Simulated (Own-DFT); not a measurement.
# Strain and stress in wurtzite GaN, 72 atoms (Ga36N36)

These are calculations, not measurements. The program, named Own-DFT, is a retired in-house plane-wave density functional code that no person has reviewed. Each row is one single-point run on a periodic cell that was not relaxed, without spin or spin-orbit coupling.

Settings of every run: PBE; PseudoDojo norm-conserving scalar-relativistic files (stringent for Ga); cutoff 96 hartree; 4 x 4 x 3 k mesh centred on Gamma; Gaussian smearing of 0.01 eV.

Known limits: forces not confirmed at this smearing and k mesh; stress not checked against mesh or cutoff.

Unstrained cell vectors in Å: (9.567, 0.000, 0.000); (-4.784, 8.285, 0.000); (0.000, 0.000, 10.370). The unstrained cell has measured lattice constants (interpolated for alloys), not those of this functional. That, the random moves and any unrelaxed bonds set the pressure at no strain. Each run strains this cell uniformly, with the atoms carried along. Every atom was also moved at random, by a Gaussian of width 0.05 Å on each axis. Strain is the symmetric tensor, in per cent. Stress is positive in tension, and the pressure is minus a third of its trace.

```
run  e_xx (%)  e_yy (%)  e_zz (%)  s_xx (GPa)  s_yy (GPa)  s_zz (GPa)  P (GPa)  E (meV/atom)
  1      0.00      0.00      0.75       -5.63       -7.12       -4.79     5.85          12.2
  2      0.00      0.00      1.75       -3.70       -4.88       -2.04     3.54           3.4
  3      0.00      0.00     -1.25       -6.65       -9.98      -13.58    10.07          29.5
  4      0.00      0.00      2.75       -4.60       -7.09        4.58     2.37          13.3
  5      0.00      0.00     -0.25       -6.76       -5.92       -9.52     7.40          10.5
  6      0.00      0.00      2.75       -4.88       -6.39        4.98     2.10           0.9
  7      0.00      0.00     -0.25       -8.52       -6.02       -7.72     7.42           7.2
  8      0.00      0.00      0.75       -7.12       -6.22       -3.13     5.49           0.0
  9      0.00      0.00     -1.25      -10.17       -7.03      -11.57     9.59          18.2
 10      0.00      0.00      1.75       -4.46       -7.62        0.38     3.90           5.5
 11      0.00      0.00     -0.50           ?           ?           ?        ?             ?
```

E is the free energy for each atom above the lowest run shown.

## Worked fit

The change of volume is close to e_xx + e_yy + e_zz. A straight line through the runs shown gives P = 7.19 - 189 x (fractional change of volume) GPa, with an error of 7 on the slope and a scatter of 0.31 GPa. The strain isn't the same on all axes and the cell isn't cubic, so the slope belongs to this path and is not the bulk modulus.

## Withheld run

Question: what pressure should run 11 give? Its volume changes by -0.50 %.

The line gives 8.1 GPa. The calculation gave 8.31 GPa.
